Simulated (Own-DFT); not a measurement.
# Strain and stress in wurtzite AlGaN with randomly placed atoms, 72 atoms (Al27Ga9N36)

All numbers below are calculated, not measured. The program, named Own-DFT, is a retired in-house plane-wave density functional code that no person has reviewed. Each row is one single-point run on a periodic cell that was not relaxed, without spin or spin-orbit coupling.

Settings of every run: PBE; PseudoDojo norm-conserving scalar-relativistic files; cutoff 42 hartree; 4 x 4 x 3 k mesh centred on Gamma; Fermi-Dirac smearing of 0.1 eV.

Known limits: forces on such cells passed a denser k mesh, each cell not checked; stress not checked against mesh or cutoff.

Unstrained cell vectors in Å: (9.394, 0.000, 0.000); (-4.697, 8.135, 0.000); (0.000, 0.000, 10.066). The unstrained cell has measured lattice constants (interpolated for alloys), not those of this functional. That, the random moves and any unrelaxed bonds set the pressure at no strain. Each run strains this cell uniformly, with the atoms carried along. Every atom was also moved at random, by a Gaussian of width 0.05 Å on each axis. The random placing of the alloy's atoms differs from row to row. Strain is the symmetric tensor, in per cent. Stress is positive in tension, and the pressure is minus a third of its trace.

```
run  e_xx (%)  e_yy (%)  e_zz (%)  s_xx (GPa)  s_yy (GPa)  s_zz (GPa)  P (GPa)  E (meV/atom)
  1      3.00      3.00      0.00        7.75        8.40       -3.81    -4.11          27.0
  2     -2.00     -2.00      0.00      -19.38      -20.68       -8.28    16.11          42.5
  3     -0.25     -0.25      0.00       -7.55       -6.67       -7.04     7.08           1.1
  4      2.00      2.00      0.00        3.13        3.62       -3.25    -1.17          13.3
  5      2.75      2.75      0.00        5.90        6.28       -3.16    -3.01          45.7
  6      1.00      1.00      0.00       -1.21       -0.83       -4.94     2.33           5.3
  7      0.25      0.25      0.00       -5.84       -4.09       -5.68     5.20           0.0
  8      0.75      0.75      0.00       -1.93       -1.89       -6.30     3.38           3.1
  9      1.25      1.25      0.00           ?           ?           ?        ?             ?
```

E is the free energy for each atom above the lowest run shown.

## Worked fit

The change of volume is close to e_xx + e_yy + e_zz. A straight line through the runs shown gives P = 6.92 - 194 x (fractional change of volume) GPa, with an error of 11 on the slope and a scatter of 0.98 GPa. The strain isn't the same on all axes and the cell isn't cubic, so the slope belongs to this path and is not the bulk modulus.

## Withheld run

Question: what pressure should run 9 give? Its volume changes by 2.52 %.

The line gives 2.0 GPa. The calculation gave 0.95 GPa.
